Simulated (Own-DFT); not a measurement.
# What a defect does to the pressure of its cell: C40 NbSi2

Calculated, not measured: single-point runs of Own-DFT, a retired in-house plane-wave DFT program that no person has reviewed, on unrelaxed cells, without spin or spin-orbit coupling.

Settings: PBE; PseudoDojo norm-conserving scalar-relativistic files; cutoff 42 hartree; 4 x 4 x 5 k mesh centred on Gamma; cold (Marzari-Vanderbilt) smearing of 0.2 eV.

Caveats: forces on such cells failed a check on a denser k mesh; stress not checked against mesh or cutoff.

All runs share one cell, with vectors in Å (0.000, 8.324, 0.000); (-9.613, 0.000, 0.000); (0.000, 0.000, 6.586) and a volume of 527.0 Å³. u is the rms random offset of the atoms per axis. The defect's site can differ from row to row.

```
cell,formula,u (Å),P (GPa)
no defect,Nb12Si24,0.0173,1.44
no defect,Nb12Si24,0.0482,2.46
no defect,Nb12Si24,0.0490,2.59
two Nb on a Si site each,Nb14Si22,0.0279,7.26
two Nb on a Si site each,Nb14Si22,0.0293,7.59
two Nb on a Si site each,Nb14Si22,0.0467,8.63
two Nb on a Si site each,Nb14Si22,0.0535,?
two Si on a Nb site each,Nb10Si26,0.0322,1.54
two Si on a Nb site each,Nb10Si26,0.0437,2.60
two Si on a Nb site each,Nb10Si26,0.0478,2.51
one Si vacancy,Nb12Si23,0.0288,1.09
one Si vacancy,Nb12Si23,0.0463,2.02
one Si vacancy,Nb12Si23,0.0498,1.71
two Nb vacancies,Nb10Si24,0.0268,-0.17
two Nb vacancies,Nb10Si24,0.0285,-0.06
two Nb vacancies,Nb10Si24,0.0509,1.35
```

## Working it out

P = P0 + c u² + a shift for each defect gives P0 = 1.04 GPa, c = 672 ± 80 GPa/Å² and a scatter of 0.23 GPa. The shifts, and each times the cell's volume:

- two Nb on a Si site each: 5.94 ± 0.19 GPa, 19.5 eV (9.8 eV for each of its 2 sites)
- two Si on a Nb site each: 0.01 ± 0.19 GPa, 0.0 eV (0.0 eV for each of its 2 sites) (not resolved)
- one Si vacancy: -0.65 ± 0.19 GPa, -2.1 eV
- two Nb vacancies: -1.59 ± 0.19 GPa, -5.2 eV (-2.6 eV for each of its 2 sites)

A positive shift means that the defect pushes the cell outwards. Shift times volume (160.2 GPa Å³ is 1 eV) depends little on the cell's size, so, taken for each site, it can be compared between cells at like pressure. The atoms around the defects weren't relaxed, which would change these numbers.

## Prediction

Asked: what pressure belongs in the blank (two Nb on a Si site each, u = 0.0535 Å)?

The fit gives 8.90 ± 0.30 GPa. DFT gave 8.57 GPa.
